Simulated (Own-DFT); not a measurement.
GaP (zincblende, atoms displaced) (calculated)

A calculation, not a measurement: plane-wave PBE density functional theory by an unreviewed code, no spin, of a simulated periodic cell, stress positive in tension, free energy of the whole cell less one offset for each atom, forces on such cells passed a denser k mesh, this cell's mesh not checked; offsets are fitted by least squares, one for each functional and potential file, so energies compare only between cells with the same atoms and settings and are not formation energies; the far tail of each file's local potential was reset to the Coulomb form; each entry is a single point on an unrelaxed cell, so the pressure reflects the starting lattice, mostly measured values (interpolated for alloys), from which strain is counted, and rises with the displacements; printed positions are rounded, which can move forces by about a meV/angstrom; the program, named Own-DFT, is a retired in-house code; no spin-orbit coupling; before rounding, a Quantum ESPRESSO 7.3.1 run of the same cell and cutoff gave forces within 1 meV/angstrom rms on each cell, which checks the program and not the settings. Program: Own-DFT development build.

Common to all runs: functional PBE; potential files PseudoDojo norm-conserving, scalar-relativistic, standard set; wave cutoff 42 hartree; occupations Fermi-Dirac; smearing width 0.1 eV; k mesh 2 x 3 x 3 centred on Gamma.

(1) GaP (zincblende, atoms displaced)

```xyz
96
Lattice="16.3515 0.0000 0.0000 0.0000 10.9010 0.0000 0.0000 0.0000 10.9010" Properties=species:S:1:pos:R:3 GaP
Ga     0.0276    10.8782    10.8853
Ga    16.3171     2.7216     2.7283
Ga     2.7359    10.8653     2.6941
Ga     2.7178     2.7266    10.8871
P      1.3621     1.3752     1.3694
P      1.3494     4.0678     4.0552
P      4.0823     1.3747     4.0879
P      4.1015     4.0644     1.3794
Ga    16.3515     0.0295     5.4340
Ga    16.3387     2.7338     8.1689
Ga     2.7230    10.8919     8.1770
Ga     2.7185     2.7369     5.4277
P      1.3451     1.3570     6.8082
P      1.3587     4.0718     9.5586
P      4.1239     1.3667     9.5468
P      4.1006     4.0984     6.8240
Ga     0.0329     5.4439     0.0025
Ga     0.0060     8.1579     2.7633
Ga     2.7384     5.4706     2.7337
Ga     2.7254     8.1560     0.0231
P      1.3504     6.7921     1.4160
P      1.3678     9.5693     4.0797
P      4.1201     6.7786     4.1332
P      4.0863     9.5528     1.3437
Ga     0.0245     5.4253     5.4629
Ga     0.0145     8.1841     8.2119
Ga     2.7462     5.4509     8.1862
Ga     2.7171     8.1710     5.4270
P      1.3805     6.7879     6.8354
P      1.3746     9.5024     9.5569
P      4.0819     6.8220     9.5402
P      4.0868     9.5195     6.8055
Ga     5.4554    10.8615     0.0080
Ga     5.4841     2.7038     2.7145
Ga     8.1531     0.0057     2.7298
Ga     8.1987     2.7318    10.8892
P      6.7655     1.3702     1.4197
P      6.8372     4.1015     4.1140
P      9.5299     1.3612     4.0892
P      9.5507     4.0720     1.3625
Ga     5.4568     0.0034     5.4401
Ga     5.4700     2.7673     8.1874
Ga     8.1403     0.0072     8.1781
Ga     8.1961     2.7008     5.4608
P      6.8200     1.3556     6.8121
P      6.8469     4.0973     9.5720
P      9.5110     1.3663     9.5344
P      9.5132     4.0902     6.8087
Ga     5.4493     5.4663    10.8765
Ga     5.4516     8.1528     2.7284
Ga     8.1464     5.4405     2.7571
Ga     8.1660     8.1661    10.9010
P      6.8231     6.8271     1.3731
P      6.8062     9.5375     4.0753
P      9.5931     6.8206     4.0854
P      9.5623     9.5664     1.3776
Ga     5.4446     5.4416     5.4380
Ga     5.4579     8.1695     8.1834
Ga     8.2022     5.4618     8.1522
Ga     8.1705     8.1668     5.4797
P      6.8161     6.7737     6.8237
P      6.8262     9.5106     9.5263
P      9.5366     6.8088     9.5561
P      9.5438     9.5243     6.8344
Ga    10.9152     0.0052    10.8934
Ga    10.8780     2.7310     2.7202
Ga    13.6333    10.8876     2.7109
Ga    13.6359     2.7264    10.8889
P     12.2815     1.3641     1.3509
P     12.2393     4.0769     4.1045
P     14.9680     1.3786     4.0788
P     14.9904     4.0738     1.3714
Ga    10.8943    10.8798     5.4849
Ga    10.8891     2.7357     8.1814
Ga    13.6224    10.8993     8.1481
Ga    13.6564     2.7538     5.4522
P     12.2649     1.3360     6.8369
P     12.2576     4.0886     9.5296
P     14.9808     1.3704     9.5286
P     14.9732     4.0858     6.8395
Ga    10.9075     5.4321     0.0171
Ga    10.9257     8.1755     2.7066
Ga    13.6412     5.4537     2.7395
Ga    13.6263     8.1816    10.8993
P     12.2905     6.7866     1.3586
P     12.2739     9.5128     4.1013
P     14.9852     6.8176     4.0436
P     14.9703     9.5560     1.3711
Ga    10.8930     5.4571     5.4489
Ga    10.9308     8.1768     8.1542
Ga    13.6262     5.4722     8.1511
Ga    13.6444     8.1674     5.4571
P     12.2363     6.8407     6.8283
P     12.2882     9.5704     9.5457
P     14.9560     6.8411     9.5503
P     15.0085     9.5248     6.8611
```

| Quantity | Value |
| --- | --- |
| free energy of cell above offsets | -53.680 eV |
| pressure | 2.7 GPa |
| stress xx | -2.7 GPa |
| stress yy | -2.7 GPa |
| stress zz | -2.69 GPa |
| stress yz | -0.08 GPa |
| stress xz | 0 GPa |
| stress xy | 0.29 GPa |

Force:
```tsv
element	x (eV/Å)	y (eV/Å)	z (eV/Å)
Ga	-0.283	0.3	0.165
Ga	0.218	-0.127	-0.145
Ga	-0.043	0.592	0.175
Ga	0.262	-0.165	0.264
P	-0.037	-0.212	-0.073
P	0.126	0.227	0.214
P	0.054	-0.212	-0.127
P	-0.055	0.342	-0.222
Ga	-0.266	-0.235	0.182
Ga	0.093	-0.179	0.167
Ga	0.135	0.079	0.055
Ga	-0.001	-0.068	0.258
P	0.26	0.22	0.086
P	0.121	0.209	-0.434
P	-0.255	-0.092	-0.147
P	-0.164	-0.156	-0.17
Ga	-0.492	0.114	0.069
Ga	-0.091	0.527	-0.376
Ga	0.184	-0.416	0.091
Ga	-0.089	-0.087	0.142
P	0.185	0.278	-0.423
P	-0.058	-0.337	0.08
P	-0.427	0.48	-0.554
P	0.088	-0.612	0.23
Ga	-0.248	0.154	-0.174
Ga	-0.04	-0.36	-0.169
Ga	-0.139	-0.186	0.112
Ga	-0.005	-0.033	0.229
P	-0.2	0.309	-0.157
P	0.188	0.257	-0.053
P	0.053	-0.008	0.051
P	0.053	0.121	0.007
Ga	0.214	0.377	-0.149
Ga	-0.473	0.559	0.651
Ga	0.186	-0.011	0.015
Ga	-0.303	-0.274	0.469
P	0.805	-0.376	-1.04
P	-0.298	-0.478	-0.056
P	0.204	-0.208	0.06
P	-0.35	0.285	0.15
Ga	-0.167	-0.018	0.05
Ga	0.116	-0.267	0.026
Ga	0.35	-0.136	-0.034
Ga	-0.145	0.112	-0.054
P	-0.255	0.194	0.015
P	-0.108	0.187	-0.399
P	0.239	-0.187	-0.013
P	0.412	-0.074	-0.039
Ga	0.004	-0.164	0.41
Ga	-0.148	0.185	0.016
Ga	0.581	0.226	-0.226
Ga	0.38	0.195	0.197
P	-0.14	-0.269	-0.088
P	0.087	-0.203	0.245
P	-0.686	0.053	-0.069
P	-0.298	-0.222	-0.213
Ga	0.318	-0.23	0.411
Ga	-0.076	-0.08	-0.223
Ga	-0.117	-0.128	0.456
Ga	0.111	-0.045	-0.305
P	-0.176	0.332	-0.107
P	-0.146	0.212	0.215
P	0.282	0.076	-0.182
P	-0.29	0.142	0.047
Ga	-0.124	0.157	0.004
Ga	0.294	-0.281	0.032
Ga	-0.313	0.137	0.263
Ga	-0.079	0.05	0.028
P	-0.196	0.11	0.172
P	0.289	0.147	-0.106
P	0.041	-0.219	0.099
P	-0.046	0.255	-0.205
Ga	0.067	0.088	-0.337
Ga	0.002	-0.11	-0.085
Ga	0.205	0.041	0.36
Ga	-0.51	-0.326	0.116
P	-0.065	0.513	-0.393
P	0.157	0.08	-0.001
P	0.207	-0.251	0.002
P	0.24	0.255	-0.264
Ga	-0.008	0.112	-0.145
Ga	0.064	-0.025	-0.002
Ga	-0.255	-0.363	-0.109
Ga	-0.149	0.155	0.21
P	-0.171	0.209	-0.032
P	0	0.33	-0.043
P	0.164	-0.256	0.928
P	0.534	-0.39	-0.109
Ga	0.072	-0.095	0.185
Ga	-0.309	0.235	0.738
Ga	-0.228	0.026	0.313
Ga	0.056	0.026	0.079
P	0.442	-0.443	-0.435
P	-0.224	-0.351	-0.162
P	0.529	-0.436	-0.043
P	0.072	0.128	-0.65
```

(2) GaP (zincblende, atoms displaced)

```xyz
96
Lattice="16.3515 0.0000 0.0000 0.0000 10.9010 0.0000 0.0000 0.0000 10.9010" Properties=species:S:1:pos:R:3 GaP
Ga    16.3385    10.8890    10.8896
Ga     0.0034     2.7270     2.7330
Ga     2.7671    10.8778     2.7314
Ga     2.7181     2.6938    10.8844
P      1.3664     1.3486     1.3572
P      1.3465     4.1021     4.1047
P      4.0945     1.3433     4.0678
P      4.1083     4.1053     1.3667
Ga     0.0090     0.0022     5.4573
Ga     0.0093     2.6933     8.1521
Ga     2.7285    10.8736     8.1591
Ga     2.7030     2.7303     5.4446
P      1.3917     1.3879     6.8081
P      1.3651     4.1000     9.5191
P      4.0627     1.3856     9.5289
P      4.1073     4.0931     6.8033
Ga     0.0158     5.4713    10.8573
Ga     0.0220     8.1790     2.7162
Ga     2.7092     5.4661     2.7186
Ga     2.6890     8.1408     0.0259
P      1.3425     6.8009     1.3744
P      1.3778     9.5552     4.0793
P      4.1210     6.8032     4.0284
P      4.0741     9.5386     1.3302
Ga    16.3354     5.4926     5.4756
Ga    16.3491     8.1668     8.1709
Ga     2.7298     5.4853     8.1920
Ga     2.7407     8.1630     5.4536
P      1.3498     6.8244     6.8334
P      1.3713     9.5592     9.5313
P      4.0815     6.8219     9.5673
P      4.0775     9.5275     6.8257
Ga     5.4186     0.0413     0.0200
Ga     5.4714     2.7115     2.7131
Ga     8.1737    10.8862     2.7063
Ga     8.1681     2.7308    10.8698
P      6.8201     1.3739     1.3777
P      6.7765     4.0537     4.0956
P      9.5264     1.3845     4.0969
P      9.5101     4.0766     1.3548
Ga     5.4414     0.0061     5.4229
Ga     5.4612     2.7113     8.1648
Ga     8.1658     0.0203     8.1945
Ga     8.1744     2.7073     5.4658
P      6.8157     1.3802     6.8135
P      6.8272     4.1016     9.5210
P      9.5599     1.3670     9.5074
P      9.5211     4.0377     6.8302
Ga     5.4347     5.4494    10.8976
Ga     5.4388     8.1594     2.7222
Ga     8.1551     5.4418     2.7533
Ga     8.1572     8.1543     0.0274
P      6.8408     6.8387     1.3924
P      6.8108     9.5175     4.0897
P      9.5192     6.8147     4.0709
P      9.5235     9.5527     1.3186
Ga     5.4432     5.4647     5.4224
Ga     5.4146     8.1586     8.1411
Ga     8.1553     5.4780     8.1646
Ga     8.1656     8.1996     5.4776
P      6.8280     6.8185     6.8202
P      6.8171     9.5091     9.5755
P      9.5411     6.7700     9.5339
P      9.5505     9.5499     6.8427
Ga    10.8806     0.0249     0.0315
Ga    10.8976     2.7249     2.7096
Ga    13.6258    10.8711     2.7378
Ga    13.6183     2.7535    10.8660
P     12.2975     1.4082     1.3713
P     12.2724     4.0929     4.0650
P     14.9459     1.3684     4.0804
P     14.9445     4.1107     1.3975
Ga    10.8703     0.0259     5.4273
Ga    10.9067     2.7363     8.1559
Ga    13.6671    10.8509     8.1518
Ga    13.6554     2.7229     5.4416
P     12.2460     1.3708     6.8256
P     12.2780     4.0751     9.5466
P     14.9628     1.3636     9.5469
P     15.0046     4.0652     6.8423
Ga    10.9107     5.4364    10.8987
Ga    10.8966     8.1505     2.6721
Ga    13.6001     5.4257     2.7243
Ga    13.6112     8.1559    10.8907
P     12.2475     6.8142     1.3621
P     12.2568     9.5544     4.0577
P     14.9916     6.7690     4.0803
P     14.9893     9.5635     1.3440
Ga    10.9157     5.4510     5.4656
Ga    10.8879     8.1709     8.1498
Ga    13.5988     5.4822     8.1857
Ga    13.6439     8.1752     5.4640
P     12.2649     6.8297     6.8153
P     12.2469     9.5293     9.5407
P     14.9824     6.7990     9.5758
P     14.9705     9.5451     6.7849
```

| Quantity | Value |
| --- | --- |
| free energy of cell above offsets | -53.575 eV |
| pressure | 2.71 GPa |
| stress xx | -2.71 GPa |
| stress yy | -2.7 GPa |
| stress zz | -2.71 GPa |
| stress yz | 0.06 GPa |
| stress xz | 0.13 GPa |
| stress xy | 0.15 GPa |

Force:
```tsv
element	x (eV/Å)	y (eV/Å)	z (eV/Å)
Ga	0.113	0.301	-0.031
Ga	-0.165	-0.007	-0.117
Ga	-0.318	0.139	-0.256
Ga	-0.07	0.573	0.289
P	-0.035	-0.025	0.179
P	0.041	0.118	-0.067
P	-0.128	0.404	0.161
P	-0.382	-0.364	-0.044
Ga	-0.069	0.276	-0.221
Ga	-0.069	0.146	0.45
Ga	-0.01	0.354	0.139
Ga	0.459	0.157	-0.186
P	-0.188	-0.546	0.015
P	0	-0.27	0.056
P	0.279	-0.339	-0.238
P	-0.293	0.119	0.063
Ga	-0.217	-0.545	0.585
Ga	-0.4	0.125	0.161
Ga	0.097	-0.383	0.033
Ga	0.093	0.354	-0.21
P	0.017	-0.009	-0.142
P	-0.035	-0.251	0.187
P	-0.573	0.086	0.63
P	0.114	-0.236	0.257
Ga	0.061	-0.524	0.076
Ga	-0.229	0.277	0.238
Ga	0.133	-0.334	-0.16
Ga	-0.075	-0.047	-0.249
P	0.27	0	-0.222
P	-0.194	-0.395	0.066
P	-0.009	0.051	-0.203
P	0.179	0.154	-0.427
Ga	0.303	-0.219	-0.271
Ga	-0.327	0.098	0.033
Ga	0.056	0.06	0.267
Ga	0.129	-0.148	0.028
P	0.048	-0.108	-0.345
P	0.417	0.221	0.118
P	-0.099	-0.205	-0.396
P	0.137	0.157	0.085
Ga	0.17	-0.123	0.297
Ga	-0.087	0.301	0.138
Ga	-0.091	-0.311	0.059
Ga	-0.121	0.21	-0.198
P	-0.159	-0.496	-0.056
P	-0.362	-0.034	0.066
P	-0.146	0.109	0.341
P	0.067	0.794	-0.216
Ga	0.466	0.115	0.121
Ga	0.199	0.488	-0.311
Ga	0.021	-0.217	-0.086
Ga	0.361	-0.015	-0.413
P	-0.458	-0.537	-0.171
P	-0.08	0.211	-0.077
P	0.201	0.074	0.385
P	0.095	-0.232	0.411
Ga	0.164	-0.112	0.217
Ga	0.404	0.126	0.556
Ga	0.315	-0.412	0.03
Ga	0.315	-0.079	-0.131
P	-0.408	-0.011	-0.321
P	-0.414	0.342	-0.388
P	-0.026	0.471	0.057
P	-0.26	0.147	-0.371
Ga	0.446	0.162	-0.275
Ga	-0.059	0.125	0.082
Ga	-0.022	0.364	-0.304
Ga	0.276	-0.109	0.46
P	-0.219	-0.501	-0.112
P	-0.261	-0.186	0.457
P	0.669	-0.267	0.029
P	0.712	-0.213	-0.702
Ga	0.295	-0.165	0.217
Ga	0.123	-0.078	0.272
Ga	-0.684	0.495	0.343
Ga	-0.45	0.152	0.253
P	0.416	-0.234	-0.267
P	-0.356	0.32	-0.348
P	0.323	-0.119	-0.263
P	-0.254	0.445	-0.198
Ga	-0.138	-0.143	0.089
Ga	-0.238	0.42	0.373
Ga	-0.049	0.414	0.031
Ga	-0.019	0.319	0.178
P	0.275	-0.248	-0.141
P	-0.238	-0.468	0.339
P	-0.146	0.62	-0.092
P	-0.068	-0.531	0.171
Ga	-0.291	-0.175	-0.187
Ga	0.024	-0.046	0.476
Ga	0.295	-0.373	-0.017
Ga	-0.245	-0.074	-0.581
P	-0.003	-0.061	-0.089
P	0.043	0.099	-0.033
P	-0.003	0.316	-0.573
P	0.616	-0.282	0.14
```

(3) GaP (zincblende, atoms displaced)

```xyz
96
Lattice="16.3515 0.0000 0.0000 0.0000 10.9010 0.0000 0.0000 0.0000 10.9010" Properties=species:S:1:pos:R:3 GaP
Ga    16.3300     0.0467     0.0115
Ga     0.0110     2.7365     2.7309
Ga     2.7372     0.0381     2.7204
Ga     2.7058     2.7058    10.8854
P      1.3790     1.3318     1.3663
P      1.3814     4.0934     4.1152
P      4.0911     1.3261     4.0933
P      4.0626     4.0947     1.3362
Ga     0.0307     0.0037     5.4674
Ga     0.0034     2.7200     8.1790
Ga     2.7065     0.0024     8.1580
Ga     2.7260     2.7567     5.4534
P      1.3832     1.3555     6.8104
P      1.3685     4.0907     9.5474
P      4.0921     1.3819     9.5391
P      4.0713     4.1233     6.8108
Ga     0.0016     5.4604     0.0166
Ga    16.3246     8.1692     2.7174
Ga     2.7379     5.4502     2.7050
Ga     2.7443     8.1703    10.8980
P      1.3905     6.8364     1.3352
P      1.3659     9.5250     4.0760
P      4.0790     6.8369     4.1054
P      4.1109     9.5356     1.3567
Ga     0.0159     5.4545     5.4321
Ga    16.3359     8.1944     8.1814
Ga     2.7240     5.4501     8.1539
Ga     2.7210     8.2143     5.4443
P      1.3286     6.8408     6.7728
P      1.3427     9.5323     9.5642
P      4.0778     6.8282     9.5509
P      4.0802     9.5463     6.7838
Ga     5.4783    10.8850     0.0009
Ga     5.4784     2.7652     2.7562
Ga     8.1838     0.0109     2.7305
Ga     8.2097     2.6966    10.8877
P      6.8304     1.3542     1.3512
P      6.8028     4.0650     4.0865
P      9.5189     1.3939     4.0944
P      9.5468     4.0901     1.3620
Ga     5.4917    10.8933     5.4606
Ga     5.4369     2.7271     8.1817
Ga     8.1843    10.8913     8.1570
Ga     8.1894     2.7178     5.4593
P      6.8507     1.4020     6.8207
P      6.8082     4.0522     9.5483
P      9.5033     1.3687     9.5111
P      9.5032     4.0798     6.8329
Ga     5.4565     5.4482     0.0323
Ga     5.4509     8.1723     2.7465
Ga     8.1799     5.4285     2.7000
Ga     8.1822     8.2030    10.8700
P      6.7962     6.7868     1.3636
P      6.8289     9.5705     4.0813
P      9.5150     6.8081     4.0845
P      9.5366     9.5232     1.3507
Ga     5.4199     5.4269     5.4637
Ga     5.4186     8.1912     8.1810
Ga     8.2161     5.4591     8.1812
Ga     8.1436     8.1802     5.4531
P      6.8043     6.8056     6.8111
P      6.8076     9.5538     9.5429
P      9.5141     6.8173     9.5452
P      9.5436     9.5773     6.8416
Ga    10.9057    10.8888     0.0098
Ga    10.8867     2.7322     2.7181
Ga    13.6175    10.8923     2.7367
Ga    13.6286     2.7369     0.0382
P     12.2981     1.3708     1.3868
P     12.2498     4.0695     4.0887
P     14.9960     1.3574     4.0799
P     14.9875     4.0909     1.3306
Ga    10.8808    10.8899     5.4370
Ga    10.8621     2.7349     8.1800
Ga    13.6291     0.0120     8.1756
Ga    13.6269     2.7164     5.4418
P     12.2772     1.3364     6.8046
P     12.2497     4.0823     9.5524
P     14.9847     1.3946     9.5347
P     14.9796     4.1070     6.7544
Ga    10.8822     5.4405     0.0191
Ga    10.9132     8.1536     2.7243
Ga    13.6156     5.4361     2.7063
Ga    13.6440     8.1561     0.0049
P     12.2650     6.7753     1.3503
P     12.2724     9.5513     4.0635
P     14.9838     6.8038     4.0685
P     14.9783     9.5337     1.3432
Ga    10.8963     5.4609     5.4521
Ga    10.9218     8.1837     8.1265
Ga    13.6468     5.4310     8.1584
Ga    13.6409     8.1811     5.4542
P     12.2491     6.8300     6.8509
P     12.2816     9.5296     9.5689
P     14.9698     6.8060     9.5422
P     14.9937     9.5233     6.7750
```

| Quantity | Value |
| --- | --- |
| free energy of cell above offsets | -53.673 eV |
| pressure | 2.7 GPa |
| stress xx | -2.71 GPa |
| stress yy | -2.7 GPa |
| stress zz | -2.7 GPa |
| stress yz | -0.14 GPa |
| stress xz | 0 GPa |
| stress xy | -0.07 GPa |

Force:
```tsv
element	x (eV/Å)	y (eV/Å)	z (eV/Å)
Ga	0.037	-0.374	-0.164
Ga	0.017	-0.046	-0.087
Ga	0.05	-0.674	0.046
Ga	0.094	0.076	0.117
P	-0.246	0.539	-0.002
P	-0.112	0.079	-0.527
P	0.221	0.651	0.159
P	0.218	-0.335	0.303
Ga	-0.133	-0.073	-0.329
Ga	-0.007	0.278	-0.251
Ga	0.221	-0.164	0.387
Ga	0.241	-0.456	-0.019
P	-0.2	0.356	0.012
P	-0.154	0.072	-0.199
P	-0.053	-0.487	-0.055
P	0.142	-0.55	0.166
Ga	0.12	0.104	-0.25
Ga	0.279	0.062	-0.118
Ga	-0.083	0.18	0.187
Ga	-0.038	0.329	-0.023
P	-0.358	-0.199	0.413
P	-0.096	0.326	-0.209
P	0.011	-0.278	-0.088
P	-0.168	0.08	0.129
Ga	-0.174	0.135	-0.081
Ga	0.001	-0.172	0.002
Ga	-0.313	0.43	0.191
Ga	-0.089	-0.287	-0.042
P	0.341	-0.078	0.467
P	0.113	0.253	-0.16
P	0.168	-0.357	-0.207
P	0.149	0.131	0.335
Ga	-0.276	0.315	0.028
Ga	-0.537	-0.611	-0.563
Ga	0.087	0.011	-0.198
Ga	-0.343	0.242	0.185
P	-0.118	0.236	0.221
P	0.373	0.49	0.367
P	0.301	-0.323	-0.133
P	-0.161	-0.262	-0.099
Ga	-0.117	0.276	0.091
Ga	0.052	0.128	-0.134
Ga	-0.346	0.21	0.273
Ga	-0.191	0.278	-0.111
P	-0.483	-0.418	0.021
P	0.152	0.486	-0.014
P	0.594	-0.402	0.26
P	0.469	0.212	-0.381
Ga	-0.111	-0.132	-0.505
Ga	0.099	0.027	-0.098
Ga	-0.198	0.095	0.235
Ga	-0.317	-0.318	0.308
P	0.365	0.521	0.05
P	-0.049	-0.343	-0.016
P	0.089	0.064	0.044
P	0.084	0.112	0.287
Ga	0.322	0.365	-0.298
Ga	0.179	-0.102	-0.088
Ga	-0.721	-0.101	0.151
Ga	0.252	0.099	0.095
P	-0.075	-0.007	0.191
P	0.059	-0.127	-0.409
P	0.565	0.165	-0.132
P	-0.083	-0.578	-0.548
Ga	-0.013	0.324	-0.115
Ga	0.157	-0.103	0.056
Ga	0.331	0.051	-0.156
Ga	-0.157	-0.081	-0.461
P	-0.497	-0.109	-0.13
P	0.063	0.21	0.023
P	0.114	-0.032	0.096
P	0.26	0.041	0.523
Ga	0.192	0.204	-0.064
Ga	0.456	-0.204	-0.101
Ga	0.106	-0.304	0.048
Ga	-0.087	-0.117	-0.07
P	-0.37	0.359	0.069
P	0.075	-0.004	-0.151
P	-0.123	-0.111	0.06
P	0.253	-0.281	0.447
Ga	0.069	0.14	-0.352
Ga	-0.059	0.004	-0.079
Ga	0.046	-0.114	0.194
Ga	-0.242	-0.013	0.032
P	-0.03	0.347	0.069
P	-0.251	-0.335	0.336
P	-0.116	-0.086	0.053
P	0.043	0.17	0.208
Ga	-0.066	-0.103	0.114
Ga	-0.316	0.208	0.853
Ga	-0.259	0.016	0.209
Ga	-0.307	-0.203	-0.204
P	0.406	-0.35	-0.649
P	-0.099	0.005	-0.364
P	0.298	-0.08	-0.168
P	0.008	0.397	0.486
```
